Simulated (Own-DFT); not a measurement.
# What a defect does to the pressure of its cell: zincblende InP

Everything here is calculated. The program is Own-DFT (plane waves, in-house, since retired, never reviewed by a person); positions were held fixed, and spin and spin-orbit coupling were off.

Common settings: PBE; PseudoDojo norm-conserving scalar-relativistic files; cutoff 36 hartree; 2 x 3 x 3 k mesh centred on Gamma; Fermi-Dirac smearing of 0.1 eV.

Known weak points (not all hold for every row): not probed for a lower state with spin; forces on such cells failed a check on a denser k mesh; forces not confirmed at this smearing and k mesh; stress not checked against mesh or cutoff.

All runs share one cell, with vectors in Å (17.606, 0.000, 0.000); (0.000, 11.737, 0.000); (0.000, 0.000, 11.737) and a volume of 2425.5 Å³. The atoms are randomly displaced, by u rms on each axis. The defect's site can differ from row to row.

| cell | formula | u (Å) | P (GPa) |
|---|---|---|---|
| no defect | In48P48 | 0.0195 | 3.20 |
| no defect | In48P48 | 0.0208 | 3.22 |
| no defect | In48P48 | 0.0499 | 3.50 |
| two P vacancies | In48P46 | 0.0487 | 3.32 |
| two P vacancies | In48P46 | 0.0491 | 3.27 |
| two P vacancies | In48P46 | 0.0510 | 3.28 |
| one In on a P site | In49P47 | 0.0283 | 3.89 |
| one In on a P site | In49P47 | 0.0312 | 3.89 |
| one In on a P site | In49P47 | 0.0505 | 4.22 |
| one P on an In site | In47P49 | 0.0278 | ? |
| one P on an In site | In47P49 | 0.0301 | 3.14 |
| one P on an In site | In47P49 | 0.0486 | 3.45 |
| one P on an In site | In47P49 | 0.0506 | 3.46 |
| one In on a P site and one P on an In site | In48P48 | 0.0288 | 3.50 |
| one In on a P site and one P on an In site | In48P48 | 0.0433 | 3.67 |
| one In on a P site and one P on an In site | In48P48 | 0.0549 | 3.96 |

## Working it out

P = P0 + c u² + a shift for each defect gives P0 = 3.11 GPa, c = 181 ± 13 GPa/Å² and a scatter of 0.04 GPa. The shifts, and each times the cell's volume:

- one In on a P site: 0.63 ± 0.03 GPa, 9.5 eV
- one In on a P site and one P on an In site: 0.26 ± 0.03 GPa, 3.9 eV
- one P on an In site: -0.11 ± 0.03 GPa, -1.6 eV
- two P vacancies: -0.26 ± 0.04 GPa, -4.0 eV (-2.0 eV for each of its 2 sites)

A positive shift means that the defect pushes the cell outwards. Shift times volume (160.2 GPa Å³ is 1 eV) depends little on the cell's size, so, taken for each site, it can be compared between cells at like pressure. The atoms around the defects weren't relaxed, which would change these numbers.

## Check

Question: what pressure belongs in the blank (one P on an In site, u = 0.0278 Å)?

The fitted form gives 3.14 ± 0.05 GPa. The hidden result is 3.15 GPa.
